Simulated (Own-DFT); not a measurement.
# Strain and stress in wurtzite AlN, 128 atoms (Al64N64)

All numbers below are calculated, not measured. They come from Own-DFT, an in-house plane-wave density functional program, since retired, whose code no person has reviewed. Each row is one single-point run on a periodic cell that was not relaxed, without spin or spin-orbit coupling.

Settings of every run: PBE; PseudoDojo norm-conserving scalar-relativistic files; cutoff 42 hartree; 2 x 2 x 2 k mesh centred on Gamma; Fermi-Dirac smearing of 0.1 eV.

Known limits: forces on such cells passed a denser k mesh, each cell not checked; stress not checked against mesh or cutoff.

Unstrained cell vectors in Å: (12.448, 0.000, 0.000); (-6.224, 10.780, 0.000); (0.000, 0.000, 9.964). The unstrained cell has measured lattice constants (interpolated for alloys), not those of this functional. That, the random moves and any unrelaxed bonds set the pressure at no strain. Each run strains this cell uniformly, with the atoms carried along. Every atom was also moved at random, by a Gaussian of width 0.05 Å on each axis. Strain is the symmetric tensor, in per cent. Stress is positive in tension, and the pressure is minus a third of its trace.

```
run  e_xx (%)  e_yy (%)  e_zz (%)  e_yz (%)  e_xz (%)  e_xy (%)  s_xx (GPa)  s_yy (GPa)  s_zz (GPa)  s_yz (GPa)  s_xz (GPa)  s_xy (GPa)  P (GPa)  E (meV/atom)
  1      0.39      0.84      1.91     -1.05     -0.19      1.50       -2.00        0.06        3.29       -2.28       -0.62        6.27    -0.45           0.0
  2     -1.56     -0.84     -1.15      1.20     -0.26      0.25      -16.55      -12.32      -13.08        3.35       -1.72        2.18    13.98          37.1
  3      1.72     -0.84     -1.33     -1.71     -0.39      0.41        1.09       -9.99      -12.05       -5.49       -0.88        1.41     6.99          28.2
  4     -0.78      1.12     -0.92      0.91      1.16      1.43       -9.80       -1.93       -9.70        2.37        2.67        5.02     7.14          20.1
  5      0.94      1.09     -1.46      1.90      0.30     -1.97       -1.23       -1.02      -12.23        4.88        0.90       -6.98     4.83          21.7
  6      0.31     -1.93      1.37     -0.20      0.47     -1.65       -7.83      -13.57       -0.33       -0.06        0.88       -6.58     7.24          36.2
  7      0.21      1.33     -0.84     -1.38      0.58     -1.90       -3.60       -0.41       -8.75       -3.61        0.84       -7.20     4.25           8.7
  8      1.05     -1.71     -0.08      1.03     -1.44     -1.42       -2.15      -12.98       -6.92        1.84       -3.76       -4.05     7.35          16.0
  9      1.53     -1.84     -1.08      0.48     -0.91      0.80       -0.68      -13.45      -11.84        1.30       -2.31        1.47     8.66          13.9
 10      0.09      0.24     -0.88     -0.65     -0.92     -0.91       -5.74       -5.31       -9.05       -1.47       -2.51       -3.48     6.70           7.0
 11     -0.14     -0.65     -0.17     -0.57     -0.88     -1.31       -9.44       -9.32       -5.17       -1.30       -2.70       -4.36     7.98          17.1
 12      0.10      1.55     -1.76      1.34      1.30     -0.51       -3.50        0.28      -15.38        3.72        3.18       -1.46     6.20          21.5
 13     -1.45     -0.25      0.98     -0.78     -1.50     -1.15      -12.03       -8.96       -1.32       -1.54       -3.81       -3.79     7.44          16.3
 14     -0.54     -0.54     -1.49     -1.95     -0.71     -1.01       -9.40       -8.83      -14.70       -5.07       -1.85       -2.07    10.98          15.3
 15      0.09      0.22      0.22      1.31     -0.63     -1.69           ?           ?           ?           ?           ?           ?        ?             ?
```

E is the free energy for each atom above the lowest run shown.

## Worked fit

Each stress component was fitted by least squares to a constant and the strains of the runs shown, as fractions, with shears doubled. Shear strains stay in the fit of a normal stress only where such slopes are resolved. The slopes, in GPa:

| stress | at no strain | per e_xx | per e_yy | per e_zz | scatter |
|---|---|---|---|---|---|
| s_xx | -6.2 | 518 ± 30 | 137 ± 25 | 40 ± 26 | 1.04 |
| s_yy | -6.0 | 98 ± 18 | 465 ± 15 | 62 ± 16 | 0.62 |
| s_zz | -5.9 | 34 ± 29 | 46 ± 24 | 499 ± 25 | 1.00 |

Each shear stress against twice its own strain: yz 132 ± 5, xz 120 ± 7, xy 180 ± 11 GPa. These are stiffnesses along x, y and z of the frame in which the cell vectors are given, which need not be the crystal's axes. The atoms are held to the strained lattice; where symmetry lets them move under strain, relaxing them would lower some slopes. The table should be nearly symmetric about its diagonal, and what it lacks of that shows the noise. A ninth of its sum, 211 ± 6 GPa, estimates the bulk modulus near the mean pressure of these runs, 7.1 GPa, so it lies above the value at zero pressure.

## Withheld run

Question: what normal stresses and pressure should run 15 give?

The fit gives s_xx = -5.3, s_yy = -4.8, s_zz = -4.6 and P = 4.9 GPa. The calculation gave -4.34, -5.85, -3.42 and P = 4.53 GPa.
